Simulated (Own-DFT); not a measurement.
# Point defects and the pressure they add: 2H SiC

Calculated, not measured: single-point runs of Own-DFT, a retired in-house plane-wave DFT program that no person has reviewed, on unrelaxed cells, without spin or spin-orbit coupling.

Settings: PBE; PseudoDojo norm-conserving scalar-relativistic files; cutoff 42 hartree; 4 x 4 x 3 k mesh centred on Gamma; Fermi-Dirac smearing of 0.1 eV.

Known weak points (not all hold for every row): some atoms lie very close together; not probed for a lower state with spin; forces on such cells moved up to 12 meV/angstrom on a denser k mesh; forces on such cells passed a denser k mesh, each cell not checked; stress not checked against mesh or cutoff.

All runs share one cell, with vectors in Å (9.248, 0.000, 0.000); (-4.624, 8.009, 0.000); (0.000, 0.000, 10.068) and a volume of 745.7 Å³. u is the rms random offset of the atoms per axis. The defect's site can differ from row to row.

```
cell,formula,u (Å),P (GPa)
no defect,C36Si36,0.0291,3.89
no defect,C36Si36,0.0576,6.28
no defect,C36Si36,0.0600,6.09
one C vacancy,C35Si36,0.0303,3.72
one C vacancy,C35Si36,0.0307,3.84
one C vacancy,C35Si36,0.0313,3.88
one Al on a Si site and one N on a C site,AlC35NSi35,0.0290,3.96
one Al on a Si site and one N on a C site,AlC35NSi35,0.0297,3.93
one Al on a Si site and one N on a C site,AlC35NSi35,0.0477,?
one Al on a Si site and one N on a C site,AlC35NSi35,0.0522,5.76
two N on a C site each,C34N2Si36,0.0277,2.74
two N on a C site each,C34N2Si36,0.0296,2.89
two N on a C site each,C34N2Si36,0.0514,4.10
one Si on a C site,C35Si37,0.0312,10.51
one Si on a C site,C35Si37,0.0314,10.47
one Si on a C site,C35Si37,0.0475,12.39
```

## Fit

P = P0 + c u² + a shift for each defect gives P0 = 3.03 GPa, c = 924 ± 79 GPa/Å² and a scatter of 0.25 GPa. The shifts, and each times the cell's volume:

- one Si on a C site: 6.79 ± 0.23 GPa, 31.6 eV
- one Al on a Si site and one N on a C site: 0.15 ± 0.22 GPa, 0.7 eV (not resolved)
- one C vacancy: -0.09 ± 0.24 GPa, -0.4 eV (not resolved)
- two N on a C site each: -1.10 ± 0.23 GPa, -5.1 eV (-2.6 eV for each of its 2 sites)

A positive shift means that the defect pushes the cell outwards. Shift times volume (160.2 GPa Å³ is 1 eV) depends little on the cell's size, so, taken for each site, it can be compared between cells at like pressure. The atoms around the defects weren't relaxed, which would change these numbers.

## Check

The question: what pressure belongs in the blank (one Al on a Si site and one N on a C site, u = 0.0477 Å)?

The fitted form gives 5.28 ± 0.30 GPa. The run itself gave 5.38 GPa.
